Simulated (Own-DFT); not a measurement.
# How much smaller does PBEsol make it? C11b WSi2, 30 atoms (Si20W10)

Source: density functional calculations with Own-DFT, an unreviewed in-house program that is no longer used. Nothing was measured or relaxed, and spin and spin-orbit coupling are left out.

Caveats: forces on such cells failed a check on a denser k mesh; stress not checked against mesh or cutoff.

Each geometry was run with PBE and with PBEsol, otherwise alike: PseudoDojo norm-conserving scalar-relativistic files made for PBE; cutoff 50 hartree; 5 x 5 x 5 k mesh centred on Gamma; cold (Marzari-Vanderbilt) smearing of 0.2 eV. Unstrained cell vectors in Å: (-2.149, -5.953, 3.409); (-6.444, 2.976, 1.136); (-2.553, -2.948, -6.757). Each has a uniform strain, of which the change of volume is shown, and random moves of rms u per axis.

| run | volume change (%) | u (Å) | P with PBE (GPa) | P with PBEsol (GPa) |
|---|---|---|---|---|
| 1 | -2.28 | 0.0445 | 11.59 | 7.39 |
| 2 | -2.73 | 0.0570 | 14.23 | 10.01 |
| 3 | 0.20 | 0.0496 | 6.33 | 2.25 |
| 4 | -0.90 | 0.0505 | 8.50 | 4.34 |
| 5 | 0.03 | 0.0474 | 6.05 | 1.96 |
| 6 | 0.28 | 0.0486 | 6.07 | 1.97 |
| 7 | -2.58 | 0.0469 | 13.05 | 8.83 |
| 8 | 0.40 | 0.0550 | 7.06 | 3.00 |
| 9 | 3.25 | 0.0530 | 0.02 | -3.90 |
| 10 | 0.94 | 0.0487 | 4.44 | 0.40 |
| 11 | 3.16 | 0.0454 | -0.85 | ? |

Q: by how much does PBEsol shrink this cell, and what belongs in the blank?

## Answer

Write v for the change of volume as a fraction. Fitted to v and u², the PBE pressure has a slope of -233 ± 7 GPa in v, with the ions held to the strained lattice. The difference PBEsol less PBE is -4.09 + 5.1 v GPa (slope ± 0.2) and averages -4.11 GPa. Divided by the mean slope of the two, 231 GPa, that makes PBEsol's volume at a given pressure, near 6 GPa, about 1.8 % smaller, or 0.59 % in lengths. At one volume PBEsol's slope is the smaller by 5 GPa, but its pressure there is lower too. If stiffness rises by about 4 GPa for each GPa, PBEsol at equal pressure is stiffer by about 11 GPa. Files made for PBEsol would give a different shift.

For run 11 the line gives -4.78 GPa. The hidden result is -4.79 GPa.
